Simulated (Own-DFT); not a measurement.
# How strain changes the stress of 4H SiC, 32 atoms (C16Si16)

All numbers below are calculated, not measured. The program, named Own-DFT, is a retired in-house plane-wave density functional code that no person has reviewed. Each row is one single-point run on a periodic cell that was not relaxed, without spin or spin-orbit coupling.

Settings of every run: PBE; PseudoDojo norm-conserving scalar-relativistic files; cutoff 42 hartree; 5 x 5 x 3 k mesh centred on Gamma; Fermi-Dirac smearing of 0.1 eV.

Known limits: forces on such cells passed a denser k mesh, each cell not checked; stress not checked against mesh or cutoff.

Unstrained cell vectors in Å: (6.165, 0.000, 0.000); (-3.083, 5.339, 0.000); (0.000, 0.000, 10.068). The unstrained cell has measured lattice constants (interpolated for alloys), not those of this functional. That, the random moves and any unrelaxed bonds set the pressure at no strain. Each run strains this cell uniformly, with the atoms carried along. Every atom was also moved at random, by a Gaussian of width 0.05 Å on each axis. Strain is the symmetric tensor, in per cent. Stress is positive in tension, and the pressure is minus a third of its trace.

```
run  e_xx (%)  e_yy (%)  e_zz (%)  e_yz (%)  e_xz (%)  e_xy (%)  s_xx (GPa)  s_yy (GPa)  s_zz (GPa)  s_yz (GPa)  s_xz (GPa)  s_xy (GPa)  P (GPa)  E (meV/atom)
  1     -1.48     -0.26     -1.40      0.11     -1.12     -1.45      -13.62       -6.53      -17.60        0.52       -2.88       -6.22    12.58          23.6
  2      0.24     -0.04      1.60      1.32      0.57      1.88       -1.56       -6.43        1.44        4.77        1.46        8.87     2.18          38.6
  3      1.45      1.02     -0.73     -1.84      0.93     -1.46        4.29        0.64      -10.71       -4.64        2.59       -6.00     1.93          40.7
  4     -0.73      1.08      0.37     -0.85      1.46      1.22       -6.55        1.34       -6.73       -3.55        5.23        5.99     3.98          36.7
  5     -0.66     -1.04      0.84     -0.82     -1.11     -0.06       -9.79      -14.07       -0.47       -2.48       -2.93       -1.52     8.11          64.4
  6     -1.29      0.01      1.81      1.61      0.96     -0.92      -11.33       -7.71        4.22        5.06        4.04       -1.74     4.94          43.2
  7      0.10      1.36      1.26     -1.44     -0.34      1.46       -3.77        4.00        1.25       -5.21       -0.78        7.15    -0.50          25.2
  8     -1.85      0.70     -0.78      1.21      1.16      1.72      -14.57       -4.42      -10.93        5.77        3.80        7.52     9.97          38.2
  9     -1.75      0.49      0.48      0.48     -1.97      1.39      -13.65       -3.97       -4.76        1.82       -7.35        6.21     7.46          41.5
 10      1.70     -0.54     -0.35     -0.78     -0.57     -0.41        2.84       -6.94       -6.71       -2.47       -3.26       -2.05     3.60          23.0
 11     -0.66     -0.55      0.34     -1.58     -0.33      1.82       -7.38       -9.00       -8.38       -5.30        0.08        8.56     8.25          66.1
 12      0.90      1.26      1.70     -1.90      0.67      0.05        1.21        4.22        4.73       -5.55        4.15       -0.30    -3.39           0.0
 13     -0.92     -1.48      0.25     -0.06     -0.90     -0.37      -10.49      -15.33       -4.83       -0.25       -1.68       -3.59    10.22          33.1
 14      1.79     -1.70     -0.34     -0.36     -0.65     -0.43        2.92      -12.62       -6.16       -0.20       -1.71       -3.45     5.29           4.1
 15     -0.69     -0.65     -0.34      1.78      0.43     -0.62       -6.70      -10.63       -8.61        5.41        0.36       -3.75     8.65          14.8
 16      1.14      1.63     -0.20      1.64     -1.81     -0.45           ?           ?           ?           ?           ?           ?        ?             ?
```

E is the free energy for each atom above the lowest run shown.

## Worked fit

Each stress component was fitted by least squares to a constant and the strains of the runs shown, as fractions, with shears doubled. Shear strains stay in the fit of a normal stress only where such slopes are resolved. The slopes, in GPa:

```
stress,at no strain,per e_xx,per e_yy,per e_zz,scatter
s_xx,-4.6,523 ± 24,77 ± 31,24 ± 31,1.11
s_yy,-5.4,110 ± 28,615 ± 36,-16 ± 36,1.28
s_zz,-6.7,75 ± 35,-32 ± 45,612 ± 45,1.62
```

Each shear stress against twice its own strain: yz 169 ± 12, xz 185 ± 12, xy 215 ± 13 GPa. These are stiffnesses along x, y and z of the frame in which the cell vectors are given, which need not be the crystal's axes. The atoms are held to the strained lattice; where symmetry lets them move under strain, relaxing them would lower some slopes. The table should be nearly symmetric about its diagonal, and what it lacks of that shows the noise. A ninth of its sum, 221 ± 7 GPa, estimates the bulk modulus near the mean pressure of these runs, 5.6 GPa, so it lies above the value at zero pressure.

## Withheld run

Question: what normal stresses and pressure should run 16 give?

The fit gives s_xx = 2.6, s_yy = 5.9, s_zz = -7.6 and P = -0.3 GPa. The calculation gave 2.10, 6.16, -9.50 and P = 0.41 GPa.
